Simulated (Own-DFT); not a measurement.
# Computed records: Al3GaN4 (wurtzite random alloy, strained, atoms displaced)

All values are calculated (Own-DFT development build). A calculation, not a measurement: plane-wave PBE density functional theory by an unreviewed code, no spin, of a simulated periodic cell, stress positive in tension, free energy of the whole cell less one offset for each atom, forces on such cells passed a denser k mesh, this cell's mesh not checked; offsets are fitted by least squares, one for each functional and potential file, so energies compare only between cells with the same atoms and settings and are not formation energies; the far tail of each file's local potential was reset to the Coulomb form; each entry is a single point on an unrelaxed cell, so the pressure reflects the starting lattice, mostly measured values, from which strain is counted, and rises with the displacements; printed positions are rounded, which can move forces by about a meV/angstrom; the program is a retired in-house code; no spin-orbit coupling.

Entry: Al3GaN4 (wurtzite random alloy, strained, atoms displaced)

```
cell vectors (Å)
   9.3938     0.0000     0.0000
  -4.6969     8.1352     0.0000
   0.0000     0.0000     9.9145
atoms (fractions of the cell vectors)
Al  0.11052  0.21242  0.00174
Al  0.21717  0.11699  0.25851
N   0.10787  0.22087  0.19009
N   0.21992  0.11451  0.43910
Al  0.11375  0.22415  0.50598
Al  0.22590  0.11464  0.74019
N   0.11742  0.21947  0.68459
N   0.22104  0.10045  0.93064
Ga  0.11613  0.55592  0.00285
Al  0.22298  0.44519  0.25434
N   0.11581  0.55937  0.19744
N   0.21312  0.43958  0.43909
Ga  0.12281  0.56362  0.50510
Al  0.23376  0.44571  0.74755
N   0.11296  0.55661  0.69002
N   0.21209  0.44430  0.94031
Al  0.11318  0.88818  0.98990
Al  0.20898  0.76979  0.24927
N   0.11280  0.88514  0.19225
N   0.22810  0.79088  0.43656
Al  0.11518  0.89007  0.49275
Ga  0.22768  0.77784  0.75177
N   0.11157  0.89496  0.68683
N   0.22853  0.79179  0.93813
Al  0.44558  0.21250  0.00478
Ga  0.55834  0.12302  0.24731
N   0.44308  0.21310  0.19526
N   0.57140  0.11665  0.43287
Al  0.43430  0.22287  0.49595
Al  0.55218  0.10389  0.75768
N   0.45178  0.22914  0.69921
N   0.55672  0.09589  0.94698
Ga  0.44522  0.55943  0.99972
Ga  0.54995  0.44275  0.25491
N   0.44230  0.55146  0.19666
N   0.54602  0.43118  0.43956
Al  0.43755  0.56133  0.49448
Ga  0.56208  0.45559  0.74404
N   0.44212  0.55707  0.69732
N   0.54485  0.43327  0.94121
Ga  0.44120  0.88327  0.00299
Al  0.55814  0.76806  0.25296
N   0.45616  0.89709  0.19037
N   0.55846  0.77962  0.44618
Al  0.44028  0.88558  0.50454
Al  0.55141  0.78052  0.75538
N   0.44426  0.88068  0.69267
N   0.55858  0.78544  0.94702
Ga  0.77046  0.21757  0.99431
Al  0.89996  0.11372  0.24730
N   0.79255  0.22281  0.20031
N   0.89278  0.11840  0.43766
Al  0.78239  0.23005  0.49909
Al  0.88018  0.10850  0.74785
N   0.77490  0.21403  0.69162
N   0.88963  0.09960  0.94472
Al  0.77845  0.55964  0.00290
Al  0.89189  0.45382  0.25115
N   0.77590  0.55727  0.19072
N   0.88424  0.43629  0.44880
Al  0.77777  0.55587  0.50728
Al  0.88906  0.44996  0.75519
N   0.76919  0.55039  0.68688
N   0.88665  0.44139  0.94034
Al  0.77251  0.89210  0.00008
Al  0.88816  0.77801  0.25002
N   0.78879  0.90378  0.18069
N   0.87740  0.78067  0.43990
Al  0.79284  0.89211  0.50361
Al  0.88376  0.77004  0.75822
N   0.78329  0.88931  0.69876
N   0.88974  0.77589  0.94399
```

| Property | Result |
| --- | --- |
| functional | PBE |
| potential files | PseudoDojo norm-conserving, scalar-relativistic, standard set with the stringent files for Ga |
| wave cutoff | 96 hartree |
| occupations | Gaussian |
| smearing width | 0.01 eV |
| k mesh | 4 x 4 x 3 centred on Gamma |
| free energy of cell above offsets | -20.853 eV |
| pressure | 9.93 GPa |
| stress xx | -8.27 GPa |
| stress yy | -7.96 GPa |
| stress zz | -13.55 GPa |
| stress yz | 0.49 GPa |
| stress xz | 0.02 GPa |
| stress xy | 1.28 GPa |

Force:
| element | x (eV/Å) | y (eV/Å) | z (eV/Å) |
| --- | --- | --- | --- |
| Al | -0.103 | 0.413 | -1.034 |
| Al | 1.244 | -1.277 | -2.363 |
| N | 2.02 | 1.408 | -0.104 |
| N | -0.114 | -0.508 | 1.07 |
| Al | -1.32 | -0.465 | -1.799 |
| Al | 0.533 | -0.436 | 1.144 |
| N | -1.409 | 1.078 | 1.925 |
| N | -0.148 | 1.662 | 1.254 |
| Ga | -1.838 | 0.895 | 0.085 |
| Al | -0.613 | -0.593 | -0.994 |
| N | -0.245 | -0.997 | -0.015 |
| N | 1.859 | 0.418 | 0.399 |
| Ga | -1.938 | -0.304 | -1.276 |
| Al | -2.534 | -1.384 | 0.83 |
| N | 0.092 | -1.063 | 1.827 |
| N | 2.527 | -1.635 | -0.74 |
| Al | -0.988 | 0.262 | 1.735 |
| Al | 2.465 | 2.533 | -0.118 |
| N | -1.364 | 0.897 | -0.342 |
| N | 0.332 | -1.046 | 0.366 |
| Al | -1.601 | 0.171 | 1.009 |
| Ga | -1.645 | 0.178 | -0.761 |
| N | -0.129 | -1.238 | -0.397 |
| N | -0.338 | -2.251 | 0.801 |
| Al | -0.968 | -0.004 | -0.987 |
| Ga | 3.701 | -2.177 | 0.624 |
| N | -3.83 | 1.685 | -1.626 |
| N | -2.527 | -1.009 | 3.25 |
| Al | 2.882 | -1.23 | 1.306 |
| Al | -0.045 | 0.831 | -1.235 |
| N | -0.026 | -1.881 | -1.806 |
| N | -2.48 | 2.14 | -1.754 |
| Ga | -0.06 | -1.01 | -0.011 |
| Ga | 1.295 | -0.76 | -1.183 |
| N | -1.149 | 0.595 | -0.212 |
| N | -0.385 | 2.786 | 2.151 |
| Al | 1.373 | -0.921 | 0.925 |
| Ga | -1.459 | -2.103 | 1.743 |
| N | 0.088 | 1.651 | -1.86 |
| N | 1.438 | 0.852 | 0.858 |
| Ga | -0.158 | -0.194 | 1.538 |
| Al | -0.765 | 3.037 | -0.254 |
| N | -0.682 | -2.564 | 1.586 |
| N | 0.166 | -0.129 | -0.314 |
| Al | 1.344 | 1.986 | -1.585 |
| Al | 2.047 | -0.447 | -0.276 |
| N | -0.04 | 1.803 | -0.53 |
| N | 0.883 | -1.53 | -1.731 |
| Ga | 2.679 | 0.394 | 2.179 |
| Al | -1.945 | -0.413 | 1.013 |
| N | -1.495 | 1.963 | -1.496 |
| N | 1.109 | -0.903 | 1.156 |
| Al | 0.349 | -2.542 | 0.302 |
| Al | 2.198 | 0.107 | 0.88 |
| N | -1.026 | 1.368 | 0.432 |
| N | -0.153 | 2.065 | -1.727 |
| Al | -0.349 | -1.206 | -0.386 |
| Al | 0.421 | -1.966 | 0.559 |
| N | 0.567 | 0.239 | 0.333 |
| N | -0.487 | 3.75 | -1.236 |
| Al | -0.216 | -0.533 | -2.516 |
| Al | 0.566 | -1.283 | -1.419 |
| N | 2.967 | 2.047 | 1.15 |
| N | -0.889 | 1.364 | 0.165 |
| Al | 1.536 | -0.763 | -0.275 |
| Al | -0.394 | 0.847 | -0.897 |
| N | 0.095 | -2.775 | 2.39 |
| N | 3.711 | -1.91 | -0.624 |
| Al | -3.721 | 1.865 | 0.853 |
| Al | 0.454 | 1.352 | -1.283 |
| N | -0.869 | -0.894 | -0.643 |
| N | -0.497 | -0.294 | -0.031 |
